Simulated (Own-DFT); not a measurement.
Simulation results for SiC (3C silicon carbide, strained, atoms displaced), Si₃N₄ (beta silicon nitride, strained, atoms displaced)

Computed with Own-DFT development build. A calculation, not a measurement: plane-wave PBE density functional theory by an unreviewed code, no spin, of a simulated periodic cell, stress positive in tension, free energy of the whole cell less one offset for each atom, forces on such cells passed a denser k mesh, this cell's mesh not checked; offsets are fitted by least squares, one for each functional and potential file, so energies compare only between cells with the same atoms and settings and are not formation energies; the far tail of each file's local potential was reset to the Coulomb form; each entry is a single point on an unrelaxed cell, so the pressure reflects the starting lattice, mostly measured values (interpolated for alloys), from which strain is counted, and rises with the displacements; printed positions are rounded, which can move forces by about a meV/angstrom; the program, named Own-DFT, is a retired in-house code; no spin-orbit coupling.

Common to all runs: functional PBE; potential files PseudoDojo norm-conserving, scalar-relativistic, standard set; wave cutoff 42 hartree; occupations Fermi-Dirac; smearing width 0.1 eV.

(1) 
```xyz
96
Lattice="12.9082 -0.0979 0.0576 -0.0653 8.8724 0.0046 0.0384 0.0046 8.8518" Properties=species:S:1:pos:R:3:force_x:R:1:force_y:R:1:force_z:R:1 formula=SiC hardware=one_NVIDIA_H200 k_mesh=3_x_4_x_4_centred_on_Gamma free_energy_of_cell_above_offsets=-7.530 pressure=1.11 stress_xx=-5.7 stress_yy=1.5 stress_zz=0.87 stress_yz=0.02 stress_xz=1.38 stress_xy=-3.75 wall_time=521.6
Si    -0.0594     8.7896     0.0154      0.159      3.233     -1.342
Si     0.0488     2.1975     2.1583     -2.145       1.15      2.909
Si     2.1460     0.0298     2.0892      1.233     -1.033      2.432
Si     2.0680     2.2190     0.0401      1.646      0.018       -0.5
C      1.0563     1.2035     1.1667      1.159     -3.376      -2.71
C      1.0813     3.3186     3.2638     -0.261      0.175      1.388
C      3.2454     1.0766     3.3713       0.46     -0.084     -1.479
C      3.2525     3.2683     1.2023     -2.361      0.511     -0.914
Si    12.8058     8.7575     4.4732      1.675      1.148     -0.259
Si    12.9010     2.1741     6.7081      0.577     -0.883     -0.716
Si     2.2452     0.0307     6.6871     -3.079      -1.73     -2.078
Si     2.1905     2.2007     4.3850      -0.64      0.746      1.442
C      1.0754     1.1537     5.5347      0.407     -0.243     -0.103
C      1.0915     3.3121     7.8167      0.067      0.809     -1.041
C      3.2236     1.0702     7.7099      1.139       2.32      1.591
C      3.2863     3.3981     5.5807     -0.778       -2.2      0.325
Si    12.8630     4.2712     0.1290      0.798      1.285     -1.094
Si    12.7977     6.5584     2.2588       1.99      0.557       0.69
Si     2.1384     4.4672     2.2578      -1.33     -1.045     -0.797
Si     2.0984     6.5276     8.8271     -0.657      2.949       1.71
C      0.9856     5.5253     1.1567      0.384     -0.595     -0.639
C      1.1319     7.8225     3.2872     -2.556     -1.102      0.772
C      3.1094     5.5572     3.2887      2.111     -0.392      1.554
C      3.1625     7.6499     1.1828     -0.372      1.804     -2.581
Si     0.0258     4.4669     4.4804     -0.255     -0.615     -1.603
Si    12.8323     6.5473     6.7080      1.175     -0.316      0.528
Si     2.2023     4.4655     6.7146     -0.827     -1.301     -1.094
Si     2.1556     6.6687     4.4814     -1.092      0.115     -1.441
C      1.1129     5.5268     5.5580     -0.782      0.627      0.378
C      0.9945     7.7683     7.7923      1.785     -1.008     -0.829
C      3.1905     5.5827     7.7740      1.179      -1.88      0.404
C      3.1782     7.7020     5.5676      1.267      1.221      0.955
Si     4.3139     0.0669     8.7720      1.251     -2.831      2.616
Si     4.2878     2.1947     2.2150      1.162     -1.356      1.389
Si     6.4599    -0.0067     2.2453     -0.793     -0.817      0.283
Si     6.4850     2.1535     0.0419     -0.395     -0.111     -0.326
C      5.4349     1.0975     1.1599     -1.718     -0.136     -1.079
C      5.3913     3.2069     3.3380     -0.716      1.191      0.435
C      7.5537     1.0091     3.3277      0.337      0.404      0.363
C      7.4430     3.3458     1.0756     -0.291     -2.063      2.805
Si     4.3472    -0.0269     4.4538     -0.771     -0.426       0.17
Si     4.4480     2.1485     6.6737     -2.484      2.228      0.088
Si     6.4522    -0.0284     6.6643      1.187     -1.732      0.291
Si     6.5177     2.1208     4.4265     -0.268      0.548      0.517
C      5.4131     1.0579     5.6404      0.376     -0.398     -2.465
C      5.4543     3.2630     7.7957     -1.389      0.301      0.536
C      7.5550     0.9808     7.7686     -0.119      1.099      0.307
C      7.5779     3.2148     5.5637     -0.473      1.346      0.565
Si     4.1618     4.3796     0.1338      2.588      0.722     -2.388
Si     4.2431     6.5504     2.1991      0.231      1.724       0.41
Si     6.3393     4.4342     2.2917      0.922     -1.336     -1.496
Si     6.4870     6.6064     8.8325     -0.243      0.428      1.849
C      5.3417     5.5238     1.0868     -0.533     -0.695      0.688
C      5.3085     7.6946     3.3631     -0.784      1.445     -1.438
C      7.4514     5.4179     3.3316      1.361      1.686       1.31
C      7.3886     7.7552     1.2207       2.46     -1.397     -1.942
Si     4.2476     4.4190     4.4332      0.544     -0.492      -0.89
Si     4.3166     6.6057     6.6858     -0.037     -0.008     -1.192
Si     6.4288     4.3981     6.6947      0.459     -0.407     -1.676
Si     6.3408     6.6455     4.3437      2.155     -1.708       2.43
C      5.3551     5.4586     5.4548      0.155       1.19       1.95
C      5.4005     7.6592     7.7818     -0.906      1.611     -0.651
C      7.5509     5.4824     7.7699     -0.408     -0.408      0.265
C      7.4719     7.6801     5.5903     -0.072       0.13     -0.587
Si     8.7266    -0.0240     8.8257     -3.096     -1.264          1
Si     8.6208     2.1576     2.1924     -0.639      0.363      0.744
Si    10.8464    -0.0236     2.2429     -2.734     -0.371     -0.323
Si    10.7650     2.2054     8.8670      1.539     -3.187      0.717
C      9.5966     1.0135     1.0706      2.788      1.444      1.508
C      9.7225     3.2282     3.3505     -0.608      1.583     -0.596
C     11.7693     1.0350     3.3271      2.064      1.255      1.405
C     11.9191     3.1231     1.1131     -2.438      1.104      0.951
Si     8.5728     8.7240     4.4527      0.258      2.352      1.303
Si     8.5771     2.1317     6.7069      1.654     -0.576     -0.831
Si    10.8150    -0.0746     6.7349     -1.957     -0.881     -3.299
Si    10.7713     2.2620     4.5055     -0.196     -2.516     -1.178
C      9.7711     1.1116     5.5696     -1.499     -1.724      0.408
C      9.7605     3.1485     7.8061      -2.94      3.166     -1.548
C     11.8268     0.9713     7.6263      2.197      2.178      4.893
C     11.7983     3.2951     5.5967      1.706      0.221      -0.01
Si     8.5032     4.2854     8.8900      3.684      2.085      -1.15
Si     8.5632     6.6218     2.3305     -0.199     -0.748     -1.218
Si    10.7691     4.4229     2.2036     -0.586     -3.656      0.201
Si    10.7019     6.6499     0.0958      -0.12     -2.043     -0.598
C      9.6992     5.3895     1.1530     -1.961      2.338     -0.921
C      9.6969     7.7285     3.4247      0.024     -0.811     -1.862
C     11.7261     5.4164     3.3071      2.402      1.518      1.916
C     11.8123     7.7456     1.1583      -1.21      -1.41      0.919
Si     8.6853     4.4115     4.5449     -1.466     -0.752     -1.577
Si     8.5709     6.6037     6.7408      0.495      0.396     -1.642
Si    10.7694     4.3618     6.6611     -0.716      0.709       1.59
Si    10.7698     6.5857     4.4156      0.103      0.553      1.105
C      9.7307     5.5969     5.5800     -0.806     -1.609      0.831
C      9.6433     7.7141     7.8098      0.833     -0.712     -0.113
C     11.8378     5.3918     7.8822     -0.482      1.191     -0.908
C     11.8357     7.6756     5.6190     -0.954     -0.792     -0.714
```

Units: free_energy_of_cell_above_offsets in eV; pressure, stress_xx, stress_yy, stress_zz, stress_yz, stress_xz, stress_xy in GPa; wall_time in s; force_x, force_y, force_z in eV/Å.

(2) 
```xyz
42
Lattice="7.5492 0.0523 -0.0655 -3.7293 6.4962 -0.0938 -0.0751 -0.1677 8.6946" Properties=species:S:1:pos:R:3:force_x:R:1:force_y:R:1:force_z:R:1 formula=Si3N4 k_mesh=3_x_3_x_3_centred_on_Gamma free_energy_of_cell_above_offsets=-0.735 pressure=15.24 stress_xx=-15.7 stress_yy=-11.21 stress_zz=-18.81 stress_yz=-9.22 stress_xz=-1.62 stress_xy=4.01
Si    -1.5054     4.9099     0.5142      -2.09      5.049      6.001
Si     0.1026     2.6561     0.7066      2.934     -1.214     -0.511
Si     1.4628     5.2892     0.6080       -4.8      3.737     -1.057
Si     5.3655     1.5076     2.1865     -1.871      1.309     -2.127
Si     3.5562     3.9653     1.9586      0.437     -4.013      4.964
Si     2.3953     1.0797     2.1349      -0.64     -0.134      0.797
N      2.3414     0.2019     0.7175      0.081     -1.301     -2.046
N      6.1074     2.0418     0.6194      1.158       0.11      3.715
N      2.8286     4.4162     0.5609      -1.89      1.121      2.417
N      1.3760     6.3237     1.9711      1.093     -1.997       1.88
N     -2.4370     4.4470     2.0347      2.088      1.288     -0.272
N      0.9815     2.1377     2.1792      1.106     -0.716     -3.702
N     -0.0394     4.3362     0.5272       6.05     -1.269      1.272
N      3.6688     2.1761     2.1508      2.651      1.317     -0.138
Si    -1.6206     4.8906     3.5152      1.866      1.786     -2.101
Si     0.2843     2.6041     3.5440     -2.109      1.895      3.468
Si     1.4325     5.2840     3.4866     -2.585      0.925      -1.86
Si     5.2628     1.4194     4.9938       2.58     -0.538     -0.037
Si     3.5454     3.8023     4.9705      3.033      0.265     -0.212
Si     2.3655     1.1540     5.0720      0.144     -3.409     -0.706
N      2.3411     0.1318     3.6044      -0.43      1.035      0.325
N      6.2512     1.9786     3.5615      -1.84     -1.104      1.074
N      2.7612     4.3135     3.6117      1.014     -0.284     -4.179
N      1.4107     6.1654     4.8577      0.274      3.135      3.921
N     -2.2948     4.4713     4.9409     -4.437     -2.137      1.666
N      0.9753     2.1192     5.1086      1.913     -1.038     -4.768
N      0.0033     4.3343     3.4824      0.591     -1.623     -0.351
N      3.7492     2.1216     5.0701      0.088      0.023     -0.624
Si    -1.6095     4.8399     6.4183      2.042      1.343      1.018
Si     0.2316     2.4402     6.4611     -3.104      3.523      4.154
Si     1.3919     5.3050     6.4704     -0.505     -1.508      -3.18
Si     5.4191     1.4248     7.8897     -5.022     -1.438      0.208
Si     3.4178     3.7014     7.9411      4.721     -0.279     -6.306
Si     2.4079     0.9996     7.8852     -1.785     -0.337      3.983
N      2.3658     0.1241     6.5090     -0.458     -1.595      -2.42
N      6.1300     1.8511     6.4874      1.413      0.428     -2.915
N      2.7816     4.1665     6.3786      -1.86      2.492      2.879
N      1.3311     6.2001     7.8765      1.088      0.275      0.791
N     -2.3530     4.3626     7.9223     -5.579     -2.053     -5.608
N      0.9582     1.9913     7.9441     -0.345      0.084      0.876
N      0.0247     4.2686     6.4603     -0.343     -1.859     -0.124
N      3.6595     2.0802     7.9502      3.327     -1.293     -0.163
```

Units: free_energy_of_cell_above_offsets in eV; pressure, stress_xx, stress_yy, stress_zz, stress_yz, stress_xz, stress_xy in GPa; force_x, force_y, force_z in eV/Å.

(3) 
```xyz
42
Lattice="7.5949 -0.1275 -0.0418 -3.9079 6.6827 0.1143 -0.0479 0.1238 8.8430" Properties=species:S:1:pos:R:3:force_x:R:1:force_y:R:1:force_z:R:1 formula=Si3N4 k_mesh=3_x_3_x_3_centred_on_Gamma free_energy_of_cell_above_offsets=-3.135 pressure=3.95 stress_xx=-7.8 stress_yy=-5.12 stress_zz=1.07 stress_yz=4.07 stress_xz=-0.55 stress_xy=-9.25
Si    -1.6641     5.1189     0.8806       0.38     -2.391     -1.399
Si     0.1547     2.6333     0.7661       1.93      2.145      1.008
Si     1.2337     5.5498     0.8704      1.313     -3.541     -2.255
Si     5.3563     1.5116     2.1896     -1.634      0.213     -0.196
Si     3.5332     3.9152     2.2687     -3.512     -0.065     -0.223
Si     2.3438     1.1873     2.2398       0.89     -0.684     -1.936
N      2.3737     0.0937     0.7342     -0.179      3.142      0.712
N      6.1816     1.9211     0.7696     -1.131      -0.98     -1.811
N      2.6424     4.3984     0.7406      1.503      0.304      1.522
N      1.2951     6.4650     2.2646     -0.173       1.37     -0.521
N     -2.5513     4.7537     2.3635      0.463     -0.347     -2.432
N      1.0683     2.2880     2.3181     -1.727     -0.267     -2.132
N     -0.0393     4.3668     0.8448     -1.669      1.455      0.398
N      3.7253     2.1930     2.2024      1.396     -0.351     -0.191
Si    -1.7377     5.2118     3.7285      0.909     -1.417      3.308
Si     0.1606     2.7532     3.6906      -0.36      1.627      1.184
Si     1.2441     5.5221     3.6206      0.638      -1.58       5.39
Si     5.3009     1.4929     5.1032      0.462      2.501      0.577
Si     3.5251     4.0130     5.2584     -3.051     -0.163     -0.493
Si     2.2847     1.2273     5.0880       1.05      0.311      1.243
N      2.3702     0.1886     3.5777       -0.2      1.908       2.74
N      6.2026     1.9175     3.5625     -0.754     -0.004      2.263
N      2.6203     4.4042     3.7498      0.553      0.721     -0.751
N      1.3820     6.5285     5.3027     -0.779     -2.731     -1.289
N     -2.5317     4.7585     5.2712      1.511      1.324     -0.706
N      0.8678     2.2596     5.1957      1.199      -0.94     -1.011
N     -0.1664     4.5071     3.8136      1.105     -0.362     -1.066
N      3.7048     2.3183     5.1630      0.637     -2.362     -0.599
Si    -1.7162     5.2220     6.7548      1.701      1.537     -2.538
Si     0.1125     2.6932     6.6803      4.401      4.402     -0.268
Si     1.2195     5.5044     6.8065      1.262     -0.047     -2.759
Si     5.3676     1.5006     8.0785     -1.329       2.01     -0.466
Si     3.5245     3.9946     8.1699     -2.918     -0.966     -0.455
Si     2.3675     1.2594     8.1688     -3.851     -2.129     -1.858
N      2.3469     0.3556     6.6031      -0.65     -1.932      0.737
N      6.2535     2.0169     6.6360      -7.38     -3.279     -0.178
N      2.6217     4.4407     6.7223      0.716      0.466     -0.106
N      1.2644     6.4936     8.1992     -0.021      0.716      0.799
N     -2.5077     4.7291     8.1127       0.15      0.308       3.95
N      0.9244     2.3908     8.1582      1.459      -2.39      0.569
N     -0.1345     4.5118     6.6942     -0.175     -0.705      0.289
N      3.6338     2.2030     8.0461      5.867      3.172      0.949
```

Units: free_energy_of_cell_above_offsets in eV; pressure, stress_xx, stress_yy, stress_zz, stress_yz, stress_xz, stress_xy in GPa; force_x, force_y, force_z in eV/Å.
